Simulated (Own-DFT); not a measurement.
Hf36O71 (tetragonal hafnia with one neutral oxygen vacancy, atoms displaced) (calculated)

A calculation, not a measurement: plane-wave PBE and HSE06 DFT by an unreviewed code, no spin, of a simulated cell at Gamma alone, so results move with cell size and shape, stress positive in tension, energies less offsets, not probed for a lower state with spin; hafnium file: forces about 75 meV/angstrom off all-electron values; oxygen file: force components 24 meV/angstrom off all-electron in a glass; k mesh not checked against a denser one; forces and stress are PBE's, HSE06 gives the energy alone, and its difference from PBE has offsets of its own; offsets are fitted by least squares, one for each functional and potential file, so energies compare only between cells with the same atoms and settings and are not formation energies; the far tail of each file's local potential was reset to the Coulomb form; each entry is a single point on an unrelaxed cell, so the pressure reflects the starting lattice, taken from the Materials Project, from which strain is counted, and rises with the displacements; printed positions are rounded, which can move forces by about a meV/angstrom; the program is a retired in-house code; no spin-orbit coupling. Program: Own-DFT development build.

Settings shared by all entries: first functional PBE; second functional HSE06; exact exchange share 0.25; screening 0.11 1/bohr; exchange divergence Gygi-Baldereschi; potential files PseudoDojo norm-conserving, scalar-relativistic, made for PBE, standard set; wave cutoff 48 hartree; occupations fixed; k mesh 1 x 1 x 1 centred on Gamma.

```yaml
- entry: 1
  formula: Hf36O71
  kind: "tetragonal hafnia with one neutral oxygen vacancy, atoms displaced"
  structure:
    cell_angstrom: [[10.78, 0.0, 0.0], [0.0, 10.78, 0.0], [0.0, 0.0, 10.4493]]
    atoms_fractional:
      - [Hf, 0.00065, 0.99891, 0.9975]
      - [Hf, 0.17032, 0.16725, 0.25133]
      - [O, 0.00304, 0.16408, 0.15636]
      - [O, 0.16281, 0.0016, 0.34365]
      - [O, 0.9958, 0.1697, 0.40304]
      - [O, 0.16955, 0.99971, 0.09666]
      - [Hf, 0.00223, 0.99725, 0.49851]
      - [Hf, 0.16742, 0.16373, 0.74824]
      - [O, 0.99996, 0.16483, 0.65049]
      - [O, 0.16621, 0.00391, 0.84745]
      - [O, 0.00307, 0.17142, 0.90325]
      - [O, 0.16778, 0.0006, 0.60216]
      - [Hf, 0.99805, 0.33439, 7.0e-05]
      - [Hf, 0.16904, 0.49904, 0.24863]
      - [O, 0.00337, 0.50066, 0.15225]
      - [O, 0.1629, 0.3284, 0.34707]
      - [O, 0.99817, 0.50259, 0.40709]
      - [O, 0.16443, 0.32792, 0.10033]
      - [Hf, 0.99507, 0.33218, 0.49468]
      - [Hf, 0.17301, 0.49529, 0.75022]
      - [O, 0.99937, 0.49633, 0.65193]
      - [O, 0.16861, 0.33301, 0.84459]
      - [O, 0.9993, 0.5009, 0.90155]
      - [O, 0.1636, 0.33212, 0.59486]
      - [Hf, 0.99895, 0.66698, 0.99996]
      - [Hf, 0.16693, 0.83734, 0.25429]
      - [O, 0.00068, 0.82829, 0.157]
      - [O, 0.16715, 0.66076, 0.346]
      - [O, 0.00542, 0.83436, 0.40088]
      - [O, 0.16912, 0.66897, 0.09956]
      - [Hf, 0.00376, 0.66543, 0.49921]
      - [Hf, 0.16562, 0.83025, 0.74775]
      - [O, 0.00059, 0.83419, 0.65053]
      - [O, 0.16417, 0.66995, 0.84548]
      - [O, 0.99669, 0.8358, 0.90285]
      - [O, 0.16999, 0.67016, 0.59897]
      - [Hf, 0.33161, 0.9987, 0.99913]
      - [Hf, 0.49762, 0.1673, 0.25132]
      - [O, 0.33475, 0.172, 0.15058]
      - [O, 0.5018, 0.99459, 0.34814]
      - [O, 0.33097, 0.16399, 0.40118]
      - [O, 0.5021, 0.99505, 0.1002]
      - [Hf, 0.33398, 0.00126, 0.49671]
      - [Hf, 0.4983, 0.16752, 0.74859]
      - [O, 0.32777, 0.16414, 0.64957]
      - [O, 0.50445, 0.00206, 0.84603]
      - [O, 0.33192, 0.16442, 0.89996]
      - [O, 0.49776, 0.99721, 0.60202]
      - [Hf, 0.33647, 0.3358, 0.99914]
      - [Hf, 0.49984, 0.49619, 0.25394]
      - [O, 0.33113, 0.49632, 0.15024]
      - [O, 0.49624, 0.33831, 0.34312]
      - [O, 0.33238, 0.50056, 0.40225]
      - [O, 0.49735, 0.33408, 0.09812]
      - [Hf, 0.33311, 0.33423, 0.5043]
      - [Hf, 0.50051, 0.50553, 0.74861]
      - [O, 0.33692, 0.49976, 0.65609]
      - [O, 0.5006, 0.3306, 0.84694]
      - [O, 0.33314, 0.50178, 0.89913]
      - [O, 0.50463, 0.33782, 0.60346]
      - [Hf, 0.33271, 0.66784, 0.0011]
      - [Hf, 0.4998, 0.83709, 0.25478]
      - [O, 0.33605, 0.83338, 0.14802]
      - [O, 0.49461, 0.66433, 0.35422]
      - [O, 0.33379, 0.83358, 0.40118]
      - [O, 0.50269, 0.66539, 0.09537]
      - [Hf, 0.33441, 0.66287, 0.49432]
      - [Hf, 0.50132, 0.82948, 0.74893]
      - [O, 0.33374, 0.835, 0.65123]
      - [O, 0.49945, 0.66809, 0.84683]
      - [O, 0.33098, 0.83431, 0.90082]
      - [O, 0.502, 0.66894, 0.59859]
      - [Hf, 0.66329, 0.00053, 0.00246]
      - [Hf, 0.83519, 0.16202, 0.24963]
      - [O, 0.83245, 0.99561, 0.33828]
      - [O, 0.66599, 0.17497, 0.40171]
      - [O, 0.83158, 0.99664, 0.09712]
      - [Hf, 0.66523, 0.00062, 0.49026]
      - [Hf, 0.83679, 0.16943, 0.7506]
      - [O, 0.66981, 0.1636, 0.65488]
      - [O, 0.83181, 0.00465, 0.84715]
      - [O, 0.66035, 0.16764, 0.90152]
      - [O, 0.83511, 0.0009, 0.6]
      - [Hf, 0.66765, 0.33473, 0.00085]
      - [Hf, 0.8279, 0.49867, 0.25087]
      - [O, 0.66145, 0.50159, 0.14857]
      - [O, 0.8319, 0.3316, 0.35099]
      - [O, 0.66727, 0.49765, 0.40409]
      - [O, 0.8376, 0.33596, 0.09468]
      - [Hf, 0.66383, 0.32952, 0.50611]
      - [Hf, 0.83074, 0.5017, 0.75105]
      - [O, 0.66703, 0.49899, 0.65599]
      - [O, 0.83061, 0.3366, 0.84743]
      - [O, 0.66331, 0.50042, 0.90228]
      - [O, 0.83542, 0.33224, 0.59863]
      - [Hf, 0.67246, 0.66086, 0.99969]
      - [Hf, 0.83251, 0.83199, 0.24878]
      - [O, 0.66544, 0.83437, 0.15446]
      - [O, 0.82925, 0.66062, 0.34817]
      - [O, 0.66906, 0.83007, 0.39564]
      - [O, 0.83353, 0.6636, 0.10066]
      - [Hf, 0.66355, 0.66421, 0.49758]
      - [Hf, 0.83256, 0.82635, 0.74527]
      - [O, 0.66598, 0.83767, 0.65412]
      - [O, 0.83314, 0.66619, 0.85108]
      - [O, 0.66738, 0.83122, 0.90516]
      - [O, 0.83677, 0.66282, 0.59561]
  results:
    "PBE_energy_of_cell_above_offsets [eV]": "-100.454"
    "HSE06_less_PBE_above_offsets [eV]": "-0.118"
    "PBE_pressure [GPa]": 0.9
    "PBE_stress_xx [GPa]": 0.21
    "PBE_stress_yy [GPa]": -1.48
    "PBE_stress_zz [GPa]": -1.41
    "PBE_stress_yz [GPa]": -0.38
    "PBE_stress_xz [GPa]": 0.5
    "PBE_stress_xy [GPa]": -0.04
    force_element: [Hf, Hf, O, O, O, O, Hf, Hf, O, O, O, O, Hf, Hf, O, O, O, O, Hf, Hf, O, O, O, O, Hf, Hf, O, O, O, O, Hf, Hf, O, O, O, O, Hf, Hf, O, O, O, O, Hf, Hf, O, O, O, O, Hf, Hf, O, O, O, O, Hf, Hf, O, O, O, O, Hf, Hf, O, O, O, O, Hf, Hf, O, O, O, O, Hf, Hf, O, O, O, Hf, Hf, O, O, O, O, Hf, Hf, O, O, O, O, Hf, Hf, O, O, O, O, Hf, Hf, O, O, O, O, Hf, Hf, O, O, O, O]
    "force_x [eV/angstrom]": [-0.245, -0.564, -0.788, 0.241, -0.122, -0.474, -0.234, -0.753, 0.214, -0.264, -0.385, -0.165, 1.264, -0.83, -0.628, 0.474, 0.077, 0.472, 0.309, -1.741, 0.406, 0.213, 0.065, 1.018, 0.78, 0.185, 0.088, 0.203, -0.181, -0.33, 0.067, 0.796, -0.281, -0.019, 0.061, -0.133, 0.429, 0.452, 0.391, 0.13, 0.598, -0.695, -0.211, 0.387, 1.435, -0.302, 0.247, 0.468, -1.016, -0.29, 0.611, -0.165, -0.092, 1.057, -0.778, 0.423, -0.298, -0.387, -0.055, -1.418, 0.528, 0.113, -0.264, 0.408, -0.352, -0.491, -0.2, -0.5, -0.005, -0.088, 0.08, -0.342, 0.501, 0.222, -0.274, -0.492, 0.337, 0.455, -0.029, -0.744, 0.322, 0.401, -0.398, -0.351, 0.907, 0.813, 0.153, -0.413, -1.304, 1.761, 1.421, -0.108, -0.104, 0.15, -1.026, -1.253, -0.416, 0.225, 0.139, -0.222, 0.171, 0.973, -0.043, 0.414, -0.008, 0.111, -0.895]
    "force_y [eV/angstrom]": [0.845, 0.65, -0.255, -0.019, -1.624, -0.265, 0.951, 0.362, 0.055, -1.11, -0.648, -0.183, 0.346, -0.592, 0.078, 1.076, -0.556, 0.307, 0.663, 0.533, 0.435, 0.091, 0.019, 0.452, -0.243, -1.304, 0.321, 1.157, -0.52, -0.178, -0.267, 0.726, -0.164, -0.918, -0.505, -0.271, -0.078, 0.24, -0.514, 2.022, 0.724, 0.96, -0.765, -0.793, 0.624, -0.591, 0.463, 0.558, -0.657, 1.668, 0.055, -1.875, -1.123, -0.405, -0.366, -0.776, -0.197, 1.041, -0.034, -0.542, 0.476, -1.926, 0.092, 0.15, 0.064, -0.085, 1.217, 1.386, -0.219, -0.319, -0.087, -0.336, -0.451, 0.845, 0.861, -1.856, 0.576, -0.209, -0.66, 0.371, -0.709, 0.39, -0.319, -0.663, -0.257, -0.429, 0.197, -0.146, -0.388, 0.844, -0.497, 0.381, -0.233, -0.199, 0.002, 1.359, -1.071, -0.158, 0.938, 0.267, -0.033, 0.113, 1.817, -0.5, -0.118, -0.132, 0.573]
    "force_z [eV/angstrom]": [-0.031, -1.081, -0.123, 0.936, -0.223, 0.191, 1.142, 0.279, 0.198, 0.257, 0.035, -1.224, -0.111, -0.348, 0.376, 0.3, -0.739, -0.683, 0.906, 0.111, 0.569, 0.161, 0.297, -0.137, 0.311, -1.222, -0.441, 0.451, 0.105, -0.442, 0.419, 0.02, -0.043, 0.31, -0.022, -0.511, -0.472, -0.986, 0.392, 0.765, -0.041, 0.37, 1.849, 0.701, -0.476, 0.167, 0.269, -1.617, -0.3, -1.502, 0.178, 1.219, 0.159, 0.157, -0.027, 1.116, -1.277, 0.108, 0.284, -0.748, 0.146, -1.941, 0.898, -0.453, -0.197, 0.053, 0.886, 0.378, 0.109, -0.028, 0.057, 0.013, -1.175, -0.475, 1.424, -0.524, -0.025, 2.046, -0.077, -0.659, -0.128, 1.304, -1.628, -0.524, -0.086, 0.609, -0.82, -0.136, 0.713, 0.23, -0.441, -0.546, 0.246, -0.256, -0.031, 0.436, -0.63, 0.119, -0.106, 1.019, -0.127, 0.045, 0.687, -0.745, -0.177, -0.098, 0.333]
- entry: 2
  formula: Hf36O71
  kind: "tetragonal hafnia with one neutral oxygen vacancy, atoms displaced"
  structure:
    cell_angstrom: [[10.78, 0.0, 0.0], [0.0, 10.78, 0.0], [0.0, 0.0, 10.4493]]
    atoms_fractional:
      - [Hf, 0.00854, 0.98547, 0.99744]
      - [Hf, 0.16758, 0.1707, 0.24998]
      - [O, 0.00168, 0.16826, 0.16312]
      - [O, 0.15358, 0.00752, 0.35575]
      - [O, 0.98684, 0.16288, 0.40007]
      - [O, 0.16687, 0.98834, 0.11265]
      - [Hf, 0.9829, 0.00973, 0.50573]
      - [Hf, 0.15905, 0.16169, 0.76353]
      - [O, 0.00042, 0.1776, 0.66618]
      - [O, 0.15966, 0.00245, 0.84151]
      - [O, 0.00685, 0.17791, 0.89088]
      - [O, 0.15597, 0.01482, 0.60292]
      - [Hf, 0.9923, 0.32354, 0.00111]
      - [Hf, 0.17758, 0.50423, 0.25817]
      - [O, 0.9977, 0.49583, 0.16125]
      - [O, 0.1678, 0.32672, 0.3357]
      - [O, 0.99921, 0.50212, 0.39983]
      - [O, 0.15725, 0.34419, 0.09244]
      - [Hf, 0.00622, 0.33217, 0.49376]
      - [Hf, 0.15751, 0.48898, 0.759]
      - [O, 0.99354, 0.48546, 0.65289]
      - [O, 0.16473, 0.31957, 0.86015]
      - [O, 0.98455, 0.50576, 0.90458]
      - [O, 0.17832, 0.32098, 0.58881]
      - [Hf, 0.00853, 0.67454, 0.00166]
      - [Hf, 0.1597, 0.84023, 0.23687]
      - [O, 0.99131, 0.83354, 0.15111]
      - [O, 0.15069, 0.65668, 0.33596]
      - [O, 0.01704, 0.8351, 0.39926]
      - [O, 0.16968, 0.65955, 0.09126]
      - [Hf, 0.99003, 0.6693, 0.4913]
      - [Hf, 0.17741, 0.8296, 0.73992]
      - [O, 0.00202, 0.82381, 0.65]
      - [O, 0.16749, 0.65342, 0.84877]
      - [O, 0.00981, 0.84207, 0.89969]
      - [O, 0.16391, 0.68039, 0.59425]
      - [Hf, 0.33336, 0.00432, 0.99238]
      - [Hf, 0.49905, 0.17091, 0.25468]
      - [O, 0.32352, 0.16982, 0.15642]
      - [O, 0.49728, 0.98906, 0.35456]
      - [O, 0.32842, 0.17154, 0.38745]
      - [O, 0.49429, 0.00263, 0.10193]
      - [Hf, 0.31658, 0.9975, 0.50532]
      - [Hf, 0.50804, 0.16638, 0.74909]
      - [O, 0.34034, 0.17639, 0.65734]
      - [O, 0.4885, 0.00551, 0.84508]
      - [O, 0.33599, 0.16168, 0.90108]
      - [O, 0.50058, 0.99921, 0.59286]
      - [Hf, 0.33912, 0.3387, 0.01432]
      - [Hf, 0.50309, 0.50916, 0.2432]
      - [O, 0.33222, 0.51073, 0.16016]
      - [O, 0.48992, 0.33914, 0.35158]
      - [O, 0.34039, 0.51011, 0.38983]
      - [O, 0.49765, 0.34512, 0.08524]
      - [Hf, 0.32403, 0.32579, 0.48631]
      - [Hf, 0.51789, 0.50035, 0.74691]
      - [O, 0.33853, 0.50673, 0.65221]
      - [O, 0.50944, 0.32555, 0.84767]
      - [O, 0.34813, 0.49206, 0.89926]
      - [O, 0.4973, 0.33339, 0.59896]
      - [Hf, 0.3317, 0.67108, 0.00099]
      - [Hf, 0.4961, 0.84648, 0.26003]
      - [O, 0.34348, 0.82845, 0.15011]
      - [O, 0.51984, 0.67115, 0.33207]
      - [O, 0.33535, 0.84515, 0.40943]
      - [O, 0.49893, 0.6715, 0.09212]
      - [Hf, 0.32737, 0.6686, 0.50952]
      - [Hf, 0.49824, 0.8305, 0.74363]
      - [O, 0.32929, 0.84553, 0.64187]
      - [O, 0.48889, 0.67872, 0.87058]
      - [O, 0.33665, 0.82058, 0.89219]
      - [O, 0.4772, 0.66529, 0.58552]
      - [Hf, 0.66954, 0.00464, 0.99603]
      - [Hf, 0.83912, 0.1682, 0.24615]
      - [O, 0.66723, 0.16494, 0.15528]
      - [O, 0.84442, 0.00598, 0.35997]
      - [O, 0.66675, 0.16458, 0.40366]
      - [O, 0.82732, 0.01301, 0.10051]
      - [Hf, 0.6745, 0.00135, 0.49814]
      - [Hf, 0.83721, 0.16042, 0.73322]
      - [O, 0.66849, 0.15541, 0.65631]
      - [O, 0.84503, 0.00589, 0.85218]
      - [O, 0.66771, 0.16584, 0.88515]
      - [O, 0.84017, 0.01088, 0.60372]
      - [Hf, 0.66798, 0.32749, 0.99697]
      - [Hf, 0.83797, 0.50627, 0.24172]
      - [O, 0.65573, 0.51059, 0.15771]
      - [O, 0.8385, 0.32567, 0.34868]
      - [O, 0.67769, 0.49834, 0.39365]
      - [O, 0.8429, 0.34137, 0.08614]
      - [Hf, 0.66673, 0.33083, 0.49455]
      - [Hf, 0.83436, 0.49512, 0.75247]
      - [O, 0.67055, 0.49994, 0.65336]
      - [O, 0.8367, 0.33607, 0.84099]
      - [O, 0.67054, 0.50372, 0.91071]
      - [O, 0.82954, 0.33016, 0.594]
      - [Hf, 0.6605, 0.66458, 0.00528]
      - [Hf, 0.827, 0.84129, 0.24792]
      - [O, 0.6675, 0.81766, 0.14873]
      - [O, 0.83113, 0.66079, 0.34694]
      - [O, 0.82432, 0.66846, 0.10007]
      - [Hf, 0.66092, 0.67663, 0.51307]
      - [Hf, 0.83487, 0.84202, 0.73392]
      - [O, 0.67378, 0.8244, 0.64845]
      - [O, 0.83934, 0.66347, 0.84921]
      - [O, 0.65827, 0.84428, 0.90057]
      - [O, 0.82953, 0.65724, 0.60208]
  results:
    "PBE_energy_of_cell_above_offsets [eV]": "-85.763"
    "HSE06_less_PBE_above_offsets [eV]": "0.678"
    "PBE_pressure [GPa]": 5.63
    "PBE_stress_xx [GPa]": -8.49
    "PBE_stress_yy [GPa]": -3.14
    "PBE_stress_zz [GPa]": -5.26
    "PBE_stress_yz [GPa]": -1.82
    "PBE_stress_xz [GPa]": 1.9
    "PBE_stress_xy [GPa]": 0.3
    force_element: [Hf, Hf, O, O, O, O, Hf, Hf, O, O, O, O, Hf, Hf, O, O, O, O, Hf, Hf, O, O, O, O, Hf, Hf, O, O, O, O, Hf, Hf, O, O, O, O, Hf, Hf, O, O, O, O, Hf, Hf, O, O, O, O, Hf, Hf, O, O, O, O, Hf, Hf, O, O, O, O, Hf, Hf, O, O, O, O, Hf, Hf, O, O, O, O, Hf, Hf, O, O, O, O, Hf, Hf, O, O, O, O, Hf, Hf, O, O, O, O, Hf, Hf, O, O, O, O, Hf, Hf, O, O, O, Hf, Hf, O, O, O, O]
    "force_x [eV/angstrom]": [-1.588, -0.609, 0.009, 1.287, 0.928, 0.133, 6.723, 2.573, 0.579, 0.67, -1.039, 0.053, 3.964, -1.755, 1.394, -0.409, -0.001, 1.707, -1.619, 1.517, 2.186, 0.634, 1.66, -3.26, -2.856, 1.106, 0.566, 0.394, -1.347, -1.249, 0.602, -2.282, -1.035, -0.332, 0.156, -0.593, 1.303, -0.608, 2.391, 1.468, 0.726, 0.774, 0.879, -2.208, -0.94, 0.113, -0.464, 0.749, -4.292, -1.463, 0.866, 1.12, -1.261, 2.917, 3.638, -4.8, -1.493, 0.714, -0.794, 1.357, 2.156, 0.358, -2.422, 0.271, -0.59, -0.894, -4.131, -0.211, 0.993, 2.401, -1.895, 7.327, -0.99, -0.339, -0.948, -1.921, -0.73, 1.245, -2.771, -1.384, 0.318, -0.26, 0.575, -3.578, 0.0, -1.455, 3.481, -0.256, -0.893, -5.055, -0.329, 0.935, -0.296, -0.805, -0.644, 0.202, 0.325, -0.86, -0.154, 0.395, 2.445, 1.033, 1.473, -1.914, -0.494, 0.492, 0.231]
    "force_y [eV/angstrom]": [3.904, -2.018, -0.035, -0.544, 1.435, 0.468, -1.367, 2.3, -0.077, -2.852, -3.411, -0.924, 2.31, -2.118, 1.119, 2.295, -1.318, -0.437, 0.91, -0.867, 0.018, 3.398, -0.897, 0.973, -2.623, -0.51, 0.183, 4.066, 0.137, 1.22, 0.017, -0.968, 0.989, 1.51, -2.986, -0.459, -0.773, -0.519, 0.081, 5.107, -2.26, 0.508, 2.622, 0.707, -1.204, -2.266, 1.04, -0.773, 0.081, 0.129, -0.896, -1.244, -0.151, -0.883, 1.721, -1.893, 0.155, 1.679, 0.283, 0.431, -2.224, -4.317, 0.088, 1.527, -2.63, -1.044, -1.637, 1.434, -0.133, -1.209, 3.596, 1.277, -0.112, 0.341, 1.261, -1.441, -0.545, -1.306, 0.422, 2.993, -0.195, -1.334, -0.495, -1.535, 0.597, -0.669, -0.877, 1.051, -0.506, -0.579, 2.031, 1.469, 0.608, -2.004, -1.536, -0.601, 1.348, -2.001, 2.437, 3.145, -0.344, -2.024, -2.527, 0.417, 2.654, -0.395, 1.007]
    "force_z [eV/angstrom]": [0.613, 0.084, -2.09, -0.788, 1.405, -2.29, -3.577, -2.26, -3.464, 2.432, 1.904, 0.041, -1.751, -2.175, -0.81, 2.558, 1.25, 0.823, 0.451, -0.035, -0.332, -1.459, 0.406, 0.781, -1.092, 3.328, -1.208, 1.375, 0.406, 1.075, -0.285, 1.397, 0.097, -0.444, -0.595, 0.459, 0.328, 0.317, -1.606, 1.229, 1.044, -0.448, -0.109, -0.95, -0.667, 0.1, 1.288, -0.11, -3.468, 2.122, -2.191, -1.596, 1.873, 2.705, 1.493, 2.142, 0.478, -0.019, 1.158, -0.646, -0.214, -3.393, 0.172, 2.203, -1.481, 1.014, -4.055, 2.58, 0.726, -4.545, -0.808, 3.515, -0.161, 1.239, -0.656, -1.024, -0.534, 0.009, -0.015, 4.233, -2.228, -0.724, 2.522, 1.636, -1.392, 1.047, -2.208, -1.049, 2.082, 2.382, -0.063, 0.797, -0.89, 0.583, -1.14, -0.443, -0.319, 0.41, 1.738, 0.656, -0.002, -3.738, 3.967, -0.536, -0.973, -0.687, -0.936]
```
